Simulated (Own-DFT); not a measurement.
# Which way do the neighbours of a vacancy move? 2H SiC, 71 atoms (C35Si36), with one C vacancy

These are calculations, not measurements. They come from Own-DFT, an in-house plane-wave density functional program, since retired, whose code no person has reviewed. Each row is one single-point run on a periodic cell that was not relaxed, without spin or spin-orbit coupling.

Settings of every run: PBE; PseudoDojo norm-conserving scalar-relativistic files; cutoff 42 hartree; 4 x 4 x 3 k mesh centred on Gamma; Fermi-Dirac smearing of 0.1 eV.

Known limits: not probed for a lower state with spin; forces on such cells moved up to 12 meV/angstrom on a denser k mesh; stress not checked against mesh or cutoff.

Cell vectors in Å: (9.248, 0.000, 0.000); (-4.624, 8.009, 0.000); (0.000, 0.000, 10.068). Every atom was also moved at random, by a Gaussian of width 0.03 Å on each axis. The defect's site can differ from row to row. The empty site has 4 nearest neighbours, all Si. For each, d is its distance from the empty site and R the part of its force along the line away from it, positive outwards. The last column is the rms force component on atoms over 4.5 Å away.

| run | d1 (Å) | d2 (Å) | d3 (Å) | d4 (Å) | R1 (eV/Å) | R2 (eV/Å) | R3 (eV/Å) | R4 (eV/Å) | far F (eV/Å) |
|---|---|---|---|---|---|---|---|---|---|
| 1 | 1.909 | 1.914 | 1.915 | 1.931 | -0.87 | -0.87 | -0.51 | -0.88 | 0.81 |
| 2 | 1.859 | 1.894 | 1.908 | 1.916 | -0.04 | -0.42 | -0.67 | -0.85 | 0.79 |
| 3 | 1.870 | 1.876 | 1.907 | 1.922 | -0.92 | -0.06 | -0.45 | -0.78 | 0.75 |
| 4 | 1.842 | 1.843 | 1.933 | 1.952 | 0.19 | -0.35 | -0.81 | -1.06 | 0.84 |
| 5 | 1.857 | 1.865 | 1.899 | 1.902 | 0.07 | -0.44 | -0.34 | -0.41 | 0.76 |
| 6 | 1.865 | 1.891 | 1.926 | 1.975 | -0.66 | -0.37 | -0.92 | -1.20 | 0.84 |
| 7 | 1.858 | 1.873 | 1.873 | 1.932 | -0.36 | -0.17 | -0.10 | -0.90 | 0.85 |
| 8 | 1.859 | 1.881 | 1.886 | 1.897 | -0.22 | -0.35 | -0.58 | -0.58 | 0.90 |
| 9 | 1.837 | 1.898 | 1.900 | 1.913 | ? | ? | ? | ? | ? |

## Worked fit

A straight line through the 32 neighbours shown gives R = -0.53 - 8.7 (d - 1.895) eV/Å, with a scatter of 0.21 left by the moves of the other atoms. The slope, with an error of 1.2, is the pull back towards the neighbour's own site. The constant, -0.53 ± 0.04 eV/Å, is the force at the mean distance: with one bond gone, the neighbours are pushed inwards, towards the empty site. It shows how a relaxation would start, not where it would end, and it depends somewhat on the width of the random moves.

## Withheld run

Question: what mean R should the neighbours of run 9 feel? Their mean d is 1.887 Å.

The line gives -0.46 ± 0.07 eV/Å, by the scatter of the means of the runs shown. The calculation gave R = -0.03, -0.31, -0.36, -0.82, a mean of -0.38 eV/Å.
